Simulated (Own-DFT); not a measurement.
# Misfit strain and the stress it brings: grey tin, 32 atoms (Sn32)

Calculated, not measured: single-point runs of Own-DFT, a retired in-house plane-wave DFT program that no person has reviewed, on unrelaxed cells, without spin or spin-orbit coupling.

Settings: PBE; PseudoDojo norm-conserving scalar-relativistic files; cutoff 42 hartree; 3 x 3 x 5 k mesh centred on Gamma; cold (Marzari-Vanderbilt) smearing of 0.2 eV.

Known weak points: forces on such cells failed a check on a denser k mesh; stress not checked against mesh or cutoff.

Unstrained cell vectors in Å: (12.978, 0.000, 0.000); (0.000, 12.978, 0.000); (0.000, 0.000, 6.489). The unstrained cell has measured lattice constants (interpolated for alloys), not those of this functional. That, the random moves and any unrelaxed bonds set the pressure at no strain. Each run strains x and y alike by e, as a substrate would, and holds the height along z. Each atom got a random Gaussian move of width 0.05 Å along each axis. Stress is positive in tension.

| e (%) | u (Å) | (s_xx + s_yy)/2 (GPa) | s_zz (GPa) |
|---|---|---|---|
| -2.50 | 0.048 | -6.80 | -6.11 |
| -2.00 | 0.047 | -6.04 | -5.46 |
| -1.00 | 0.049 | -4.76 | -4.42 |
| -0.50 | 0.048 | -4.08 | -3.95 |
| 0.25 | 0.052 | -3.38 | -3.36 |
| 0.75 | 0.058 | -2.91 | -3.06 |
| 1.25 | 0.054 | -2.30 | -2.59 |
| 1.75 | 0.047 | ? | ? |
| 2.25 | 0.045 | -1.22 | -1.87 |
| 2.50 | 0.048 | -1.10 | -1.78 |

## Analysis

With e as a fraction, the in-plane stress is -3.6 + 113 e - 467 e² GPa (errors 2 and 115, scatter 0.08), and s_zz is -3.6 + 86 e - 567 e² GPa (slope ± 1, scatter 0.06). At e = 0 the first slope is C11 + C12 and the second 2 C12, both with the ions held to the strained lattice and at the cell's own pressure. The term in e² is negative: the layer stiffens under compression and softens under tension. A free layer would change its height as e changes, and the in-plane slope would drop by 2 C12²/C11 to the biaxial modulus. At fixed height, a misfit of 1 % moves the in-plane stress by about 1.1 GPa and s_zz by 0.9 GPa.

## Check

Asked: what are the two stresses at e = 1.75 %?

The fitted form gives -1.8 and -2.2 GPa. The hidden result is -1.75 and -2.28 GPa.
